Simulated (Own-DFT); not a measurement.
# Response to strain: diamond-structure SiGeSn with randomly placed atoms, 64 atoms (Ge44Si16Sn4)

All numbers below are calculated, not measured. The program, named Own-DFT, is a retired in-house plane-wave density functional code that no person has reviewed. Each row is one single-point run on a periodic cell that was not relaxed, without spin or spin-orbit coupling.

Settings of every run: PBE; PseudoDojo norm-conserving scalar-relativistic files; cutoff 49 hartree; 3 x 3 x 3 k mesh centred on Gamma; Fermi-Dirac smearing of 0.1 eV.

Known limits: forces on such cells moved up to 12 meV/angstrom on a denser k mesh; stress not checked against mesh or cutoff.

Unstrained cell vectors in Å: (11.306, 0.000, 0.000); (0.000, 11.306, 0.000); (0.000, 0.000, 11.306). The unstrained cell has measured lattice constants (interpolated for alloys), not those of this functional. That, the random moves and any unrelaxed bonds set the pressure at no strain. Each run strains this cell uniformly, with the atoms carried along. Every atom was also moved at random, by a Gaussian of width 0.05 Å on each axis. The random placing of the alloy's atoms differs from row to row. Strain is the symmetric tensor, in per cent. Stress is positive in tension, and the pressure is minus a third of its trace.

```
run  e_xx (%)  e_yy (%)  e_zz (%)  s_xx (GPa)  s_yy (GPa)  s_zz (GPa)  P (GPa)  E (meV/atom)
  1      2.25      2.25      0.00       -0.78       -0.61       -2.19     1.20          11.7
  2      2.75      2.75      0.00        0.21        0.19       -1.46     0.35           0.0
  3     -0.75     -0.75      0.00       -5.67       -5.71       -5.28     5.56          29.2
  4     -1.75     -1.75      0.00       -7.68       -7.64       -6.53     7.28          42.0
  5      2.75      2.75      0.00        0.10       -0.07       -1.72     0.56          12.4
  6      1.75      1.75      0.00       -1.46       -1.46       -2.62     1.85          15.4
  7     -0.75     -0.75      0.00       -5.83       -5.83       -5.16     5.60          33.5
  8     -2.25     -2.25      0.00       -8.95       -8.95       -7.48     8.46          62.6
  9      1.75      1.75      0.00       -1.39       -1.40       -2.58     1.79           6.0
 10     -2.25     -2.25      0.00       -8.90       -8.95       -7.37     8.41          59.1
 11     -1.75     -1.75      0.00       -7.65       -7.58       -6.36     7.20          31.5
 12      2.25      2.25      0.00       -0.74       -0.66       -2.18     1.19          14.4
 13     -1.00     -1.00      0.00           ?           ?           ?        ?             ?
```

E is the free energy for each atom above the lowest run shown.

## Worked fit

The change of volume is close to e_xx + e_yy + e_zz. A straight line through the runs shown gives P = 4.67 - 78 x (fractional change of volume) GPa, with an error of 2 on the slope and a scatter of 0.21 GPa. The strain isn't the same on all axes, but the crystal is cubic, so the slope still estimates the bulk modulus, averaged over pressures from 0.4 to 8.5 GPa.

## Withheld run

Question: what pressure should run 13 give? Its volume changes by -1.99 %.

The line gives 6.2 GPa. The calculation gave 6.00 GPa.
